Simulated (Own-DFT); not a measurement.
# Hybrid less PBE against volume: alpha-quartz SiO2, 70 atoms (O46Si24), with two O vacancies

Calculated, not measured. Each geometry was run twice at fixed positions with Own-DFT, a retired in-house plane-wave program that no person has reviewed: with PBE, and with HSE06 (exact exchange share 0.25 at short range, screening 0.11 per bohr, Gygi-Baldereschi treatment of its divergence). Both used PseudoDojo norm-conserving files made for PBE, a cutoff of 48 hartree, the Gamma point alone, fixed occupations, a neutral cell and no spin. With Gamma alone and a thickness of 8.5 Å, finite-size errors remain in every number. The oxygen file's force components were 24 meV/Å off all-electron values in a glass.

Unstrained cell vectors in Å: (9.827, 0.000, 0.000); (-4.913, 8.510, 0.000); (0.000, 0.000, 10.810), volume V0 = 904.1 Å³, from measured lattice constants. Each geometry has its own random strain of a few per cent, its own defect sites and random moves of rms u per axis. HSE06 gave the energy alone. D is its energy less that of PBE, over the lowest D shown. The PBE stress wasn't checked against mesh or cutoff.

| run | V - V0 (Å³) | u (Å) | P with PBE (GPa) | D (eV) |
|---|---|---|---|---|
| 1 | 23.8 | 0.0291 | 2.45 | 1.136 |
| 2 | -10.1 | 0.0309 | 9.86 | 0.320 |
| 3 | 14.8 | 0.0304 | 4.60 | 0.959 |
| 4 | 26.2 | 0.0311 | 1.76 | 1.292 |
| 5 | -11.6 | 0.0276 | 10.01 | 0.262 |
| 6 | -15.4 | 0.0287 | 11.01 | 0.224 |
| 7 | 25.2 | 0.0297 | 2.51 | 1.240 |
| 8 | 8.3 | 0.0302 | 5.35 | 0.900 |
| 9 | 34.0 | 0.0300 | 1.07 | 1.486 |
| 10 | 23.6 | 0.0305 | 2.76 | 1.180 |
| 11 | -22.5 | 0.0269 | 12.71 | 0.000 |
| 12 | -7.9 | 0.0317 | 11.08 | 0.201 |
| 13 | -0.2 | 0.0293 | 6.68 | 0.723 |
| 14 | -1.3 | 0.0297 | 8.82 | ? |

## Worked fit

D = 0.59 + 0.0262 (V - V0) eV, with an error of 0.0012 on the volume slope and a scatter of 0.08 eV. Pressure is -dE/dV, and 1 eV/Å³ is 160.2 GPa, so HSE06 changes the pressure by -4.2 ± 0.2 GPa. Turning this into a change of volume would need the relaxed stiffness: quartz yields by tilting its tetrahedra, which these fixed-ion runs don't allow.

## Withheld run

Asked: what D should run 14 give?

The fit gives 0.55 eV, with rows scattering by 0.08. The run itself gave 0.505 eV.
